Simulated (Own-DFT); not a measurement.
# What a defect does to the pressure of its cell: monoclinic HfO2

No measurement is shown. These are fixed-geometry runs of a retired plane-wave code named Own-DFT, which no person has reviewed; spin and spin-orbit coupling are neglected.

Common settings: PBE; PseudoDojo norm-conserving scalar-relativistic files; cutoff 72 hartree; 2 x 2 x 2 k mesh centred on Gamma; Fermi-Dirac smearing of 0.1 eV.

Limits (not all hold for every row): a neutral cation vacancy leaves holes that likely carry spin, which these runs leave out; not probed for a lower state with spin; hafnium file: forces about 75 meV/angstrom off all-electron values; oxygen file: force components 24 meV/angstrom off all-electron in a glass; forces on such cells passed a denser k mesh, each cell not checked; stress not checked against mesh or cutoff.

All runs share one cell, with vectors in Å (10.234, 0.000, 0.000); (0.000, 10.350, 0.000); (-1.696, 0.000, 10.445) and a volume of 1106.4 Å³. u is the rms random offset of the atoms per axis. The defect's site can differ from row to row.

```
cell,formula,u (Å),P (GPa)
no defect,Hf32O64,0.0192,3.86
no defect,Hf32O64,0.0201,3.74
no defect,Hf32O64,0.0519,5.16
one Hf vacancy,Hf31O64,0.0298,3.70
one Hf vacancy,Hf31O64,0.0504,5.42
one Hf vacancy,Hf31O64,0.0520,5.62
two Al on a Hf site each and one O vacancy,Al2Hf30O63,0.0295,2.24
two Al on a Hf site each and one O vacancy,Al2Hf30O63,0.0320,1.92
two Al on a Hf site each and one O vacancy,Al2Hf30O63,0.0448,2.96
one O vacancy,Hf32O63,0.0292,3.95
one O vacancy,Hf32O63,0.0297,4.04
one O vacancy,Hf32O63,0.0482,5.30
one O vacancy,Hf32O63,0.0505,?
two O vacancies,Hf32O62,0.0293,3.59
two O vacancies,Hf32O62,0.0308,3.85
two O vacancies,Hf32O62,0.0522,5.95
```

## Worked fit

P = P0 + c u² + a shift for each defect gives P0 = 3.23 GPa, c = 881 ± 92 GPa/Å² and a scatter of 0.29 GPa. The shifts, and each times the cell's volume:

- one O vacancy: 0.00 ± 0.24 GPa, 0.0 eV (not resolved)
- two O vacancies: -0.10 ± 0.24 GPa, -0.7 eV (-0.3 eV for each of its 2 sites) (not resolved)
- one Hf vacancy: -0.12 ± 0.25 GPa, -0.8 eV (not resolved)
- two Al on a Hf site each and one O vacancy: -2.01 ± 0.24 GPa, -13.9 eV

A positive shift means that the defect pushes the cell outwards. Shift times volume (160.2 GPa Å³ is 1 eV) depends little on the cell's size, so, taken for each site, it can be compared between cells at like pressure. The atoms around the defects weren't relaxed, which would change these numbers.

## Prediction

Q: what pressure belongs in the blank (one O vacancy, u = 0.0505 Å)?

Estimate: 5.49 ± 0.35 GPa. Computed: 5.48 GPa.
